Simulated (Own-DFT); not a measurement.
AlN (wurtzite, atoms displaced) (calculated)

A calculation, not a measurement: plane-wave PBE density functional theory by an unreviewed code, no spin, of a simulated periodic cell, stress positive in tension, free energy of the whole cell less one offset for each atom, forces on such cells passed a denser k mesh, this cell's mesh not checked; offsets are fitted by least squares, one for each functional and potential file, so energies compare only between cells with the same atoms and settings and are not formation energies; the far tail of each file's local potential was reset to the Coulomb form; each entry is a single point on an unrelaxed cell, so the pressure reflects the starting lattice, mostly measured values (interpolated for alloys), from which strain is counted, and rises with the displacements; printed positions are rounded, which can move forces by about a meV/angstrom; the program, named Own-DFT, is a retired in-house code; no spin-orbit coupling. Program: Own-DFT development build.

Settings shared by all entries: functional PBE; potential files PseudoDojo norm-conserving, scalar-relativistic, standard set; wave cutoff 42 hartree; occupations Fermi-Dirac; smearing width 0.1 eV; hardware one NVIDIA H100; k mesh 2 x 2 x 2 centred on Gamma.

```yaml
- entry: 1
  formula: AlN
  kind: "wurtzite, atoms displaced"
  structure:
    cell_angstrom: [[12.448, 0.0, 0.0], [-6.224, 10.7803, 0.0], [0.0, 0.0, 9.964]]
    atoms_fractional:
      - [Al, 0.08231, 0.16614, 0.99998]
      - [Al, 0.17006, 0.08529, 0.24809]
      - ["N", 0.08501, 0.16793, 0.19158]
      - ["N", 0.17043, 0.08695, 0.43734]
      - [Al, 0.08475, 0.16728, 0.49921]
      - [Al, 0.16875, 0.08609, 0.7497]
      - ["N", 0.08152, 0.16547, 0.69217]
      - ["N", 0.16785, 0.08429, 0.94581]
      - [Al, 0.08243, 0.41844, 0.99488]
      - [Al, 0.16476, 0.3336, 0.24947]
      - ["N", 0.08392, 0.41769, 0.19052]
      - ["N", 0.16863, 0.33471, 0.43953]
      - [Al, 0.08382, 0.4177, 0.5035]
      - [Al, 0.16906, 0.33466, 0.74798]
      - ["N", 0.08087, 0.41454, 0.69108]
      - ["N", 0.16584, 0.33396, 0.93898]
      - [Al, 0.08629, 0.66567, 0.0009]
      - [Al, 0.16811, 0.58501, 0.25052]
      - ["N", 0.08372, 0.66628, 0.1867]
      - ["N", 0.17095, 0.58461, 0.43972]
      - [Al, 0.08516, 0.66766, 0.49925]
      - [Al, 0.16613, 0.58505, 0.75063]
      - ["N", 0.08227, 0.6656, 0.68895]
      - ["N", 0.16895, 0.58255, 0.94024]
      - [Al, 0.08226, 0.91484, 0.00249]
      - [Al, 0.16422, 0.83383, 0.25008]
      - ["N", 0.08356, 0.91486, 0.18877]
      - ["N", 0.16557, 0.8329, 0.44363]
      - [Al, 0.08264, 0.91392, 0.5003]
      - [Al, 0.16482, 0.83088, 0.74507]
      - ["N", 0.0872, 0.91788, 0.69169]
      - ["N", 0.16677, 0.83364, 0.94325]
      - [Al, 0.33505, 0.16826, 0.99862]
      - [Al, 0.4178, 0.08406, 0.25127]
      - ["N", 0.3353, 0.16654, 0.18882]
      - ["N", 0.41817, 0.08442, 0.44138]
      - [Al, 0.33644, 0.16724, 0.50328]
      - [Al, 0.41553, 0.08443, 0.74926]
      - ["N", 0.33032, 0.16872, 0.69038]
      - ["N", 0.41504, 0.08052, 0.94144]
      - [Al, 0.33006, 0.41408, 0.99965]
      - [Al, 0.41683, 0.33218, 0.24905]
      - ["N", 0.33359, 0.41701, 0.18597]
      - ["N", 0.41596, 0.33162, 0.44152]
      - [Al, 0.33295, 0.41735, 0.49707]
      - [Al, 0.41844, 0.33307, 0.74998]
      - ["N", 0.33325, 0.42116, 0.69106]
      - ["N", 0.41469, 0.33178, 0.94347]
      - [Al, 0.33509, 0.66754, 0.99996]
      - [Al, 0.4154, 0.58176, 0.25248]
      - ["N", 0.33363, 0.66762, 0.19252]
      - ["N", 0.41744, 0.58394, 0.4403]
      - [Al, 0.33168, 0.66655, 0.49774]
      - [Al, 0.41635, 0.58209, 0.7478]
      - ["N", 0.33208, 0.66636, 0.69308]
      - ["N", 0.4165, 0.58283, 0.94092]
      - [Al, 0.33186, 0.91604, 0.99823]
      - [Al, 0.41588, 0.83186, 0.25055]
      - ["N", 0.33457, 0.91933, 0.19148]
      - ["N", 0.41688, 0.83029, 0.44277]
      - [Al, 0.33342, 0.91674, 0.49752]
      - [Al, 0.41959, 0.83436, 0.75264]
      - ["N", 0.33217, 0.91487, 0.68826]
      - ["N", 0.41713, 0.83412, 0.94346]
      - [Al, 0.58688, 0.17184, 0.00295]
      - [Al, 0.66806, 0.08405, 0.24767]
      - ["N", 0.58404, 0.1668, 0.19379]
      - ["N", 0.66618, 0.08081, 0.4424]
      - [Al, 0.58328, 0.16733, 0.49959]
      - [Al, 0.66789, 0.08368, 0.75091]
      - ["N", 0.58484, 0.16903, 0.69088]
      - ["N", 0.66489, 0.08337, 0.93848]
      - [Al, 0.58335, 0.41734, 0.0031]
      - [Al, 0.66771, 0.33489, 0.25086]
      - ["N", 0.58559, 0.41645, 0.18987]
      - ["N", 0.66587, 0.33086, 0.44261]
      - [Al, 0.58403, 0.41532, 0.50359]
      - [Al, 0.66637, 0.33205, 0.7469]
      - ["N", 0.5825, 0.41597, 0.68908]
      - ["N", 0.6635, 0.334, 0.9402]
      - [Al, 0.5819, 0.66445, 0.00222]
      - [Al, 0.66716, 0.58625, 0.25111]
      - ["N", 0.58576, 0.66636, 0.19033]
      - ["N", 0.66603, 0.58343, 0.43665]
      - [Al, 0.5832, 0.66762, 0.49831]
      - [Al, 0.66443, 0.58359, 0.75143]
      - ["N", 0.58369, 0.66823, 0.69241]
      - ["N", 0.66428, 0.5798, 0.94176]
      - [Al, 0.58269, 0.91461, 0.00219]
      - [Al, 0.66957, 0.83667, 0.25067]
      - ["N", 0.58219, 0.91415, 0.19143]
      - ["N", 0.66585, 0.83382, 0.44078]
      - [Al, 0.58448, 0.91546, 0.4974]
      - [Al, 0.66837, 0.8335, 0.74472]
      - ["N", 0.58339, 0.91952, 0.69127]
      - ["N", 0.66619, 0.83302, 0.94488]
      - [Al, 0.83406, 0.16795, 0.99787]
      - [Al, 0.91521, 0.08261, 0.24808]
      - ["N", 0.83566, 0.16764, 0.19293]
      - ["N", 0.91412, 0.08436, 0.44167]
      - [Al, 0.83515, 0.16555, 0.50262]
      - [Al, 0.91366, 0.0849, 0.75158]
      - ["N", 0.8317, 0.16346, 0.69236]
      - ["N", 0.91824, 0.08318, 0.94311]
      - [Al, 0.83171, 0.41727, 0.00284]
      - [Al, 0.91902, 0.33645, 0.24957]
      - ["N", 0.83688, 0.41851, 0.18999]
      - ["N", 0.91634, 0.33346, 0.44363]
      - [Al, 0.83265, 0.41739, 0.49752]
      - [Al, 0.91607, 0.33453, 0.7458]
      - ["N", 0.83448, 0.42263, 0.69103]
      - ["N", 0.91935, 0.3323, 0.94111]
      - [Al, 0.83376, 0.66411, 0.99543]
      - [Al, 0.9153, 0.58305, 0.24991]
      - ["N", 0.83279, 0.66896, 0.19127]
      - ["N", 0.91601, 0.5845, 0.44332]
      - [Al, 0.83274, 0.66666, 0.50022]
      - [Al, 0.91493, 0.58462, 0.75129]
      - ["N", 0.83484, 0.66492, 0.69039]
      - ["N", 0.91726, 0.58215, 0.93627]
      - [Al, 0.83401, 0.91789, 0.00321]
      - [Al, 0.92065, 0.83476, 0.25083]
      - ["N", 0.83333, 0.91881, 0.19009]
      - ["N", 0.91864, 0.83385, 0.44527]
      - [Al, 0.83524, 0.91867, 0.5007]
      - [Al, 0.91626, 0.83501, 0.75505]
      - ["N", 0.83518, 0.91918, 0.68927]
      - ["N", 0.92076, 0.8379, 0.93904]
  results:
    "free_energy_of_cell_above_offsets [eV]": "-62.243"
    "pressure [GPa]": 3.8
    "stress_xx [GPa]": -3.73
    "stress_yy [GPa]": -3.92
    "stress_zz [GPa]": -3.74
    "stress_yz [GPa]": 0.07
    "stress_xz [GPa]": -0.08
    "stress_xy [GPa]": 0.03
    force_element: [Al, Al, "N", "N", Al, Al, "N", "N", Al, Al, "N", "N", Al, Al, "N", "N", Al, Al, "N", "N", Al, Al, "N", "N", Al, Al, "N", "N", Al, Al, "N", "N", Al, Al, "N", "N", Al, Al, "N", "N", Al, Al, "N", "N", Al, Al, "N", "N", Al, Al, "N", "N", Al, Al, "N", "N", Al, Al, "N", "N", Al, Al, "N", "N", Al, Al, "N", "N", Al, Al, "N", "N", Al, Al, "N", "N", Al, Al, "N", "N", Al, Al, "N", "N", Al, Al, "N", "N", Al, Al, "N", "N", Al, Al, "N", "N", Al, Al, "N", "N", Al, Al, "N", "N", Al, Al, "N", "N", Al, Al, "N", "N", Al, Al, "N", "N", Al, Al, "N", "N", Al, Al, "N", "N", Al, Al, "N", "N"]
    "force_x [eV/angstrom]": [0.414, -0.217, -0.304, -0.055, -0.141, -0.651, 0.051, -0.126, 0.802, 0.477, -0.097, -0.565, 0.131, -0.534, 0.324, -0.047, -0.466, -0.046, -0.276, -1.211, -0.126, 0.306, -0.08, -0.423, 0.544, 1.033, -0.355, 0.299, -0.005, 0.396, -0.912, -0.072, 0.035, -0.128, 0.047, -0.114, -0.69, 0.299, 1.089, 0.273, 0.115, -0.084, -0.026, 0.216, 0.421, -0.858, 0.906, 0.388, 0.107, 0.319, 0.194, -0.124, 0.813, -0.422, 0.244, 0.095, 0.191, -0.16, -0.097, -0.372, 0.417, -0.599, 0.188, -0.012, -0.493, 0.072, 0.156, -0.038, 0.65, -0.689, -0.202, 0.39, -0.397, 0.172, -0.344, -0.066, -0.455, 0.037, 0.079, 0.767, -0.043, 0.323, -0.875, 0.152, 0.202, 0.611, 0.15, 0.211, -0.105, -0.228, -0.013, 0.856, -0.719, -0.558, 0.656, 0.453, 0.016, 0.526, -0.56, 1.176, -1.046, 1.206, -0.353, -0.659, 0.498, 0.322, -0.745, 0.105, 0.222, -0.291, 0.193, -1.384, -0.366, 0.172, 0.576, 0.412, -0.144, 0.823, -1.356, 0.14, -0.125, -0.844, 0.768, -0.504, -0.108, 0.616, -0.059, -0.674]
    "force_y [eV/angstrom]": [0.444, -0.115, -0.352, -0.858, -0.143, -0.778, 0.329, -0.233, -0.371, 0.115, 0.264, -0.085, -0.098, -0.355, 0.606, -0.256, 0.246, -0.334, 0.025, -0.421, -0.505, -0.366, -0.115, 0.438, 0.664, -0.177, 0.608, -0.03, 1.241, 0.414, 0.023, -0.562, -0.726, -0.029, 0.153, -0.211, -0.112, -0.474, 0.002, 0.938, 0.499, 0.21, -0.198, 0.516, -0.081, 0.466, -1.105, 0.589, -0.195, 0.312, -0.308, -0.07, 0.09, 0.839, 0.145, -0.122, 0.142, 0.459, -0.645, 0.653, -0.111, -0.151, 0.432, -0.172, -1.239, -0.303, 0.409, 0.621, -0.683, -0.068, -0.55, 0.175, -0.42, -0.261, 0.295, 0.708, 0.319, 0.682, 0.261, 0.263, 0.309, -0.613, 0.33, -0.129, -0.197, -0.135, -0.318, 0.713, 0.474, -0.839, 0.593, -0.113, 0.314, 0.515, -0.574, -0.12, -0.423, 0.585, 0.249, -0.23, 0.202, -0.332, 1.045, -0.043, -0.281, -0.598, -0.22, 0.125, 0.025, -0.174, -1.288, 0.344, 0.683, 0.598, -0.23, -0.09, -0.001, -0.031, 0.78, 0.127, -0.286, -0.046, -0.403, -0.024, -0.152, 0.051, -0.311, -1.064]
    "force_z [eV/angstrom]": [0.08, -0.088, -0.037, 0.583, -0.009, 0.692, -0.309, -0.69, 0.8, -0.206, -0.265, 0.258, -0.662, 0.329, 0.115, 0.018, -0.691, -0.323, 1.128, 0.115, 0.101, -0.183, 0.162, -0.025, -0.733, -0.085, 0.695, -0.827, 0.39, 0.926, -0.101, -0.705, 0.29, -0.237, 0.228, 0.104, -0.762, 0.186, 0.236, -0.287, -0.392, 0.015, 1.163, -0.092, 0.456, 0.281, -0.531, -0.68, 0.087, -0.809, -0.295, 0.221, 0.931, 0.69, -0.456, -0.108, 0.474, 0.073, 0.239, -0.494, 0.317, -0.367, 0.321, -0.214, -0.428, 0.649, -0.291, -0.362, 0.157, -0.227, -0.138, 0.892, -0.387, 0.106, 0.58, -0.379, -1.063, 0.51, 0.567, -0.011, -0.299, -0.534, 0.477, 1.179, 0.157, -0.198, -0.653, -0.256, -0.3, -0.242, 0.155, 0.055, 0.622, 1.114, -0.251, -0.843, 0.426, 0.466, -0.63, -0.372, -0.364, 0.225, -0.142, -0.293, -1.039, 0.342, 0.393, -0.245, 0.635, 0.562, -0.308, -0.48, 0.558, 0.106, -0.445, -0.792, 0.095, -0.582, 0.369, 1.153, -0.624, 0.15, 0.594, -0.833, -0.195, -1.356, 0.371, 0.854]
    "wall_time [s]": 360.2
- entry: 2
  formula: AlN
  kind: "wurtzite, atoms displaced"
  structure:
    cell_angstrom: [[12.448, 0.0, 0.0], [-6.224, 10.7803, 0.0], [0.0, 0.0, 9.964]]
    atoms_fractional:
      - [Al, 0.07831, 0.16622, 0.99756]
      - [Al, 0.16672, 0.08491, 0.25197]
      - ["N", 0.08322, 0.16937, 0.19185]
      - ["N", 0.16874, 0.08188, 0.43972]
      - [Al, 0.08749, 0.1685, 0.50085]
      - [Al, 0.16694, 0.08142, 0.75156]
      - ["N", 0.08425, 0.1661, 0.69123]
      - ["N", 0.16468, 0.08165, 0.94006]
      - [Al, 0.08083, 0.41445, 0.00418]
      - [Al, 0.17055, 0.33781, 0.24931]
      - ["N", 0.08419, 0.41713, 0.19237]
      - ["N", 0.1654, 0.33281, 0.44446]
      - [Al, 0.08316, 0.4154, 0.49979]
      - [Al, 0.16492, 0.33378, 0.74537]
      - ["N", 0.07882, 0.41462, 0.69254]
      - ["N", 0.17073, 0.33458, 0.9402]
      - [Al, 0.08198, 0.66672, 0.99779]
      - [Al, 0.16841, 0.58465, 0.25061]
      - ["N", 0.08109, 0.66505, 0.19558]
      - ["N", 0.16638, 0.5831, 0.44437]
      - [Al, 0.08183, 0.66332, 0.50268]
      - [Al, 0.16749, 0.57975, 0.75218]
      - ["N", 0.08422, 0.6701, 0.68923]
      - ["N", 0.16604, 0.5822, 0.94187]
      - [Al, 0.0857, 0.92042, 0.9997]
      - [Al, 0.16726, 0.83249, 0.25071]
      - ["N", 0.08836, 0.92103, 0.19221]
      - ["N", 0.16555, 0.83285, 0.43941]
      - [Al, 0.08463, 0.91795, 0.50218]
      - [Al, 0.16493, 0.83001, 0.74991]
      - ["N", 0.08349, 0.91458, 0.69179]
      - ["N", 0.16559, 0.83382, 0.9401]
      - [Al, 0.33257, 0.16768, 0.99829]
      - [Al, 0.41453, 0.08206, 0.25374]
      - ["N", 0.33507, 0.16731, 0.18897]
      - ["N", 0.41464, 0.08671, 0.44369]
      - [Al, 0.33384, 0.16502, 0.4981]
      - [Al, 0.41772, 0.08462, 0.75473]
      - ["N", 0.3326, 0.16585, 0.68905]
      - ["N", 0.41805, 0.08241, 0.94168]
      - [Al, 0.32931, 0.41727, 0.00256]
      - [Al, 0.41546, 0.33093, 0.25009]
      - ["N", 0.33746, 0.4185, 0.18914]
      - ["N", 0.41817, 0.33359, 0.43992]
      - [Al, 0.33177, 0.41623, 0.50026]
      - [Al, 0.41546, 0.33218, 0.74936]
      - ["N", 0.33111, 0.41692, 0.69484]
      - ["N", 0.41751, 0.33361, 0.94016]
      - [Al, 0.33378, 0.6659, 0.00212]
      - [Al, 0.41737, 0.58153, 0.24844]
      - ["N", 0.33417, 0.66653, 0.18797]
      - ["N", 0.41778, 0.58256, 0.44066]
      - [Al, 0.33151, 0.66453, 0.50059]
      - [Al, 0.41836, 0.58561, 0.75149]
      - ["N", 0.33505, 0.66636, 0.69041]
      - ["N", 0.41813, 0.58292, 0.94015]
      - [Al, 0.32938, 0.91348, 0.00083]
      - [Al, 0.41815, 0.83466, 0.25182]
      - ["N", 0.33512, 0.91566, 0.1931]
      - ["N", 0.41648, 0.8334, 0.43754]
      - [Al, 0.32981, 0.91702, 0.50287]
      - [Al, 0.41907, 0.83547, 0.74974]
      - ["N", 0.33603, 0.91882, 0.69139]
      - ["N", 0.4148, 0.83009, 0.94168]
      - [Al, 0.58477, 0.16712, 0.99667]
      - [Al, 0.66558, 0.08233, 0.24728]
      - ["N", 0.58474, 0.16822, 0.18876]
      - ["N", 0.66745, 0.08413, 0.44167]
      - [Al, 0.58463, 0.16704, 0.49812]
      - [Al, 0.66578, 0.08505, 0.74913]
      - ["N", 0.58641, 0.16833, 0.68992]
      - ["N", 0.67397, 0.08779, 0.94123]
      - [Al, 0.5856, 0.41761, 0.99918]
      - [Al, 0.66665, 0.33199, 0.2478]
      - ["N", 0.58475, 0.41399, 0.19056]
      - ["N", 0.6625, 0.3298, 0.43976]
      - [Al, 0.58395, 0.41633, 0.50187]
      - [Al, 0.67022, 0.33429, 0.74808]
      - ["N", 0.584, 0.4167, 0.69057]
      - ["N", 0.66766, 0.33088, 0.94058]
      - [Al, 0.58427, 0.6683, 0.00316]
      - [Al, 0.66417, 0.58169, 0.24885]
      - ["N", 0.58251, 0.66494, 0.19182]
      - ["N", 0.66223, 0.58342, 0.4405]
      - [Al, 0.58406, 0.66567, 0.50029]
      - [Al, 0.6686, 0.58404, 0.75114]
      - ["N", 0.57971, 0.66399, 0.69126]
      - ["N", 0.66668, 0.58473, 0.94117]
      - [Al, 0.58432, 0.91751, 0.00222]
      - [Al, 0.66816, 0.83569, 0.24876]
      - ["N", 0.58283, 0.91392, 0.19163]
      - ["N", 0.6696, 0.83392, 0.43815]
      - [Al, 0.58567, 0.91721, 0.50067]
      - [Al, 0.66619, 0.83275, 0.75014]
      - ["N", 0.58449, 0.91697, 0.6917]
      - ["N", 0.66469, 0.83168, 0.94291]
      - [Al, 0.8339, 0.16626, 0.99751]
      - [Al, 0.91837, 0.08274, 0.2513]
      - ["N", 0.83504, 0.16559, 0.19095]
      - ["N", 0.9176, 0.08375, 0.44218]
      - [Al, 0.83488, 0.16657, 0.50032]
      - [Al, 0.91467, 0.08156, 0.74876]
      - ["N", 0.83116, 0.16506, 0.69433]
      - ["N", 0.91678, 0.08465, 0.94186]
      - [Al, 0.83506, 0.41438, 0.99856]
      - [Al, 0.91755, 0.33354, 0.25138]
      - ["N", 0.83426, 0.41863, 0.18831]
      - ["N", 0.91514, 0.33127, 0.43961]
      - [Al, 0.83263, 0.41458, 0.49856]
      - [Al, 0.91526, 0.33145, 0.74802]
      - ["N", 0.83246, 0.41519, 0.68872]
      - ["N", 0.92063, 0.33437, 0.93989]
      - [Al, 0.83439, 0.66724, 0.00237]
      - [Al, 0.91697, 0.58215, 0.2515]
      - ["N", 0.83174, 0.66443, 0.18994]
      - ["N", 0.91579, 0.58279, 0.44061]
      - [Al, 0.83262, 0.66535, 0.5002]
      - [Al, 0.91755, 0.58495, 0.74895]
      - ["N", 0.83674, 0.66765, 0.69191]
      - ["N", 0.91597, 0.5841, 0.93848]
      - [Al, 0.83352, 0.9144, 0.00085]
      - [Al, 0.91763, 0.83236, 0.24765]
      - ["N", 0.83259, 0.91305, 0.19291]
      - ["N", 0.91198, 0.83077, 0.44331]
      - [Al, 0.83344, 0.91449, 0.49832]
      - [Al, 0.91742, 0.83521, 0.75106]
      - ["N", 0.83588, 0.91753, 0.68937]
      - ["N", 0.91609, 0.83424, 0.93982]
  results:
    "free_energy_of_cell_above_offsets [eV]": "-62.417"
    "pressure [GPa]": 3.75
    "stress_xx [GPa]": -3.86
    "stress_yy [GPa]": -3.53
    "stress_zz [GPa]": -3.86
    "stress_yz [GPa]": -0.07
    "stress_xz [GPa]": -0.07
    "stress_xy [GPa]": 0.16
    force_element: [Al, Al, "N", "N", Al, Al, "N", "N", Al, Al, "N", "N", Al, Al, "N", "N", Al, Al, "N", "N", Al, Al, "N", "N", Al, Al, "N", "N", Al, Al, "N", "N", Al, Al, "N", "N", Al, Al, "N", "N", Al, Al, "N", "N", Al, Al, "N", "N", Al, Al, "N", "N", Al, Al, "N", "N", Al, Al, "N", "N", Al, Al, "N", "N", Al, Al, "N", "N", Al, Al, "N", "N", Al, Al, "N", "N", Al, Al, "N", "N", Al, Al, "N", "N", Al, Al, "N", "N", Al, Al, "N", "N", Al, Al, "N", "N", Al, Al, "N", "N", Al, Al, "N", "N", Al, Al, "N", "N", Al, Al, "N", "N", Al, Al, "N", "N", Al, Al, "N", "N", Al, Al, "N", "N", Al, Al, "N", "N"]
    "force_x [eV/angstrom]": [1.282, 0.244, 0.473, -0.618, -0.397, -0.116, -0.25, -0.059, 0.887, -0.058, -0.021, 0.336, -0.505, 0.361, 0.525, -1.556, 0.17, -0.108, 0.467, 0.038, -0.248, -0.425, 0.597, -0.081, -0.245, -0.06, -0.493, -0.042, -0.414, 0.361, -0.091, -0.052, 0.321, 0.44, -0.487, 1.41, -0.673, 0.067, 0.149, -0.423, 1.607, 0.633, -0.586, -0.602, 0.714, -0.067, 0.377, -0.194, 0.07, -0.203, -0.035, -0.541, 0.596, -0.212, -0.55, -0.347, 0.767, 0.049, -0.544, -0.061, 0.774, -0.23, -0.394, 0.071, 0.036, 0.3, -0.182, 0.11, -0.407, 0.414, -0.67, -1.363, -0.241, 0.112, -0.654, 0.691, -0.294, -0.779, 0.097, -0.039, -0.126, 0.339, 0.009, 1.402, -0.672, -0.27, 0.99, 0.36, -0.275, 0.148, -0.165, -0.645, -0.293, 0.271, 0.015, 0.367, 0.454, -0.338, -0.32, 0.394, -0.258, 0.351, 0.372, -0.129, -0.398, -0.28, 0.413, 0.27, -0.462, -0.245, 0.486, -0.585, -0.254, -0.501, 0.253, 0.085, -0.402, 0.216, -0.786, 0.265, -0.534, 0.192, 0.172, 1.348, -0.285, 0.236, -0.648, 0.536]
    "force_y [eV/angstrom]": [0.51, 0.295, -0.06, 0.359, -0.816, 0.234, -0.139, 0.723, 0.45, -0.668, 0.184, 0.279, 0.142, -0.235, 0.256, -0.518, -0.2, 0.026, 0.352, -0.396, 0.745, 0.722, -1.317, 0.011, -0.747, 0.148, -0.797, -0.249, -0.726, 1.038, 0.363, -0.229, -0.001, 0.366, -0.397, -1.08, 0.964, 0.09, -0.056, -0.155, 0.136, 0.452, -0.54, -0.174, 0.19, 0.293, 0.112, 0.115, -0.207, 0.653, -0.068, -0.014, 0.563, -0.747, 0.171, 0.212, 0.438, -0.592, 0.14, 0.074, 0.033, -0.536, -0.328, 0.827, -0.259, 0.301, -0.825, -0.213, -0.381, -0.412, -0.208, -1.176, -0.313, 0.196, 0.417, 0.83, 0.067, -0.164, 0.009, 0.714, -0.661, -0.171, 0.568, -0.398, 0.434, -0.058, 0.755, 0.013, -0.007, -0.939, 0.676, -0.168, -0.254, -0.127, 0.161, 0.594, 0.599, -0.033, 0.107, -0.087, -0.313, 0.35, 0.18, -0.913, 0.471, -0.302, -0.568, 0.386, 0.037, 0.071, 0.577, -0.417, -0.164, 0.07, 0.292, -0.359, -0.029, -0.428, 0.016, -0.326, 0.458, -0.124, 0.78, 0.273, 0.594, -0.377, -0.412, -0.078]
    "force_z [eV/angstrom]": [0.403, -0.562, -0.18, 0.322, -0.016, -0.363, 0.03, 0.148, -0.665, 0.256, 0.266, -0.734, 0.214, 0.92, -0.656, -0.054, 0.562, 0.077, -0.932, -0.526, -0.61, -0.241, 0.508, 0.148, 0.259, 0.016, -0.32, 0.553, -0.359, 0.027, 0.011, 0.197, 0.137, -0.611, 0.231, -0.489, 0.61, -0.921, 0.368, 0.215, -0.899, -0.147, 0.543, 0.259, 0.426, 0.146, -0.858, 0.166, -0.673, 0.43, 0.936, -0.154, -0.13, 0.074, 0.153, 0.517, 0.055, -0.384, -0.337, 1.139, -0.501, 0.155, 0.276, -0.081, 0.59, 0.319, 0.195, -0.338, 0.34, 0.261, 0.09, -0.24, -0.007, 0.197, -0.109, -0.086, -0.418, 0.323, 0.286, -0.372, -0.356, 0.204, -0.056, -0.001, 0.007, -0.126, -0.124, 0.132, -0.474, 0.3, -0.184, 0.515, -0.32, 0.067, -0.068, -0.265, 0.737, 0.009, -0.117, 0.041, 0.114, 0.138, -0.724, -0.468, -0.034, -0.474, 0.39, 0.335, -0.11, 0.441, 0.073, -0.07, -0.564, -0.188, 0.407, 0.264, 0.003, 0.007, -0.228, 0.252, 0.042, 0.654, -0.501, -0.657, 0.192, -0.296, 0.253, 0.45]
    "wall_time [s]": 346.4
```
